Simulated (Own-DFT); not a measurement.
# Strain and stress in wurtzite AlN, 128 atoms (Al64N64)

All numbers below are calculated, not measured. They come from Own-DFT, an in-house plane-wave density functional program, since retired, whose code no person has reviewed. Each row is one single-point run on a periodic cell that was not relaxed, without spin or spin-orbit coupling.

Settings of every run: PBE; PseudoDojo norm-conserving scalar-relativistic files; cutoff 42 hartree; 2 x 2 x 2 k mesh centred on Gamma; Fermi-Dirac smearing of 0.1 eV.

Known limits: forces on such cells passed a denser k mesh, each cell not checked; stress not checked against mesh or cutoff.

Unstrained cell vectors in Å: (12.448, 0.000, 0.000); (-6.224, 10.780, 0.000); (0.000, 0.000, 9.964). The unstrained cell has measured lattice constants (interpolated for alloys), not those of this functional. That, the random moves and any unrelaxed bonds set the pressure at no strain. Each run strains this cell uniformly, with the atoms carried along. Every atom was also moved at random, by a Gaussian of width 0.05 Å on each axis. Strain is the symmetric tensor, in per cent. Stress is positive in tension, and the pressure is minus a third of its trace.

```
run  e_xx (%)  e_yy (%)  e_zz (%)  e_yz (%)  e_xz (%)  e_xy (%)  s_xx (GPa)  s_yy (GPa)  s_zz (GPa)  s_yz (GPa)  s_xz (GPa)  s_xy (GPa)  P (GPa)  E (meV/atom)
  1      0.63      0.92      1.89      0.59      1.45      1.99       -0.75       -0.50        3.28        1.74        3.52        6.03    -0.68          12.4
  2      0.39      1.93     -0.28     -0.05      0.95     -1.59       -3.28        3.20       -4.88       -0.20        2.47       -6.39     1.65           7.0
  3     -1.65     -0.34      1.98      0.96      1.67      0.32      -13.58       -7.94        1.49        1.80        4.06        2.81     6.68          30.9
  4     -0.93      1.27     -1.76     -1.25     -1.35      0.23      -11.02       -3.62      -11.81       -3.76       -4.07       -0.21     8.82          28.1
  5      0.21     -0.76      1.41      1.24      0.99     -0.70       -6.07       -8.51        1.60        3.28        2.30       -3.02     4.33          19.7
  6      1.02      1.29     -1.68     -0.90     -1.65      1.31       -1.40       -0.82      -10.81       -2.84       -4.41        3.52     4.34          17.3
  7      0.52      0.20      0.20      1.02      0.30      1.14       -3.73       -3.21       -4.64        2.42        0.39        3.77     3.86           8.1
  8     -0.35     -0.30      1.49     -0.44     -1.02      0.63       -5.00       -5.77       -1.22       -2.01       -2.10        2.34     4.00           0.0
  9      1.25      1.21     -1.60      1.86     -1.47     -0.76       -0.95       -0.31      -10.25        4.49       -3.45       -1.77     3.84          24.7
 10     -0.79     -1.28     -0.83     -0.45     -1.12     -1.18       -9.88      -15.34      -11.64       -0.92       -2.65       -4.89    12.29          29.7
 11     -1.67     -0.53      0.55      0.38      1.86      1.17      -15.82       -9.33       -4.25        0.09        4.46        3.73     9.80          35.1
 12      0.17      0.12     -1.69     -0.18      1.46      1.65       -5.39       -6.61      -16.60       -0.54        3.93        5.47     9.53          41.2
 13     -1.12      0.92      0.97      0.16     -0.79     -1.29       -9.09       -2.05       -2.08        0.58       -1.59       -4.51     4.41          11.6
 14      0.10     -1.30      0.01     -0.66      1.04      0.03       -8.55      -10.39       -6.28       -1.70        3.11       -0.10     8.41          19.2
 15      1.07      1.95     -1.45      0.19      1.82     -1.46           ?           ?           ?           ?           ?           ?        ?             ?
```

E is the free energy for each atom above the lowest run shown.

## Worked fit

Each stress component was fitted by least squares to a constant and the strains of the runs shown, as fractions, with shears doubled. Shear strains stay in the fit of a normal stress only where such slopes are resolved. The slopes, in GPa:

| stress | at no strain | per e_xx | per e_yy | per e_zz | scatter |
|---|---|---|---|---|---|
| s_xx | -6.3 | 467 ± 44 | 94 ± 40 | 66 ± 29 | 1.33 |
| s_yy | -6.0 | 132 ± 32 | 448 ± 29 | 96 ± 21 | 0.96 |
| s_zz | -5.9 | 66 ± 49 | 100 ± 44 | 448 ± 32 | 1.47 |

Each shear stress against twice its own strain: yz 125 ± 8, xz 126 ± 5, xy 177 ± 10 GPa. These are stiffnesses along x, y and z of the frame in which the cell vectors are given, which need not be the crystal's axes. The atoms are held to the strained lattice; where symmetry lets them move under strain, relaxing them would lower some slopes. The table should be nearly symmetric about its diagonal, and what it lacks of that shows the noise. A ninth of its sum, 213 ± 6 GPa, estimates the bulk modulus near the mean pressure of these runs, 5.8 GPa, so it lies above the value at zero pressure.

## Withheld run

Question: what normal stresses and pressure should run 15 give?

The fit gives s_xx = -0.4, s_yy = 2.7, s_zz = -9.8 and P = 2.5 GPa. The calculation gave -0.57, 1.30, -9.37 and P = 2.88 GPa.
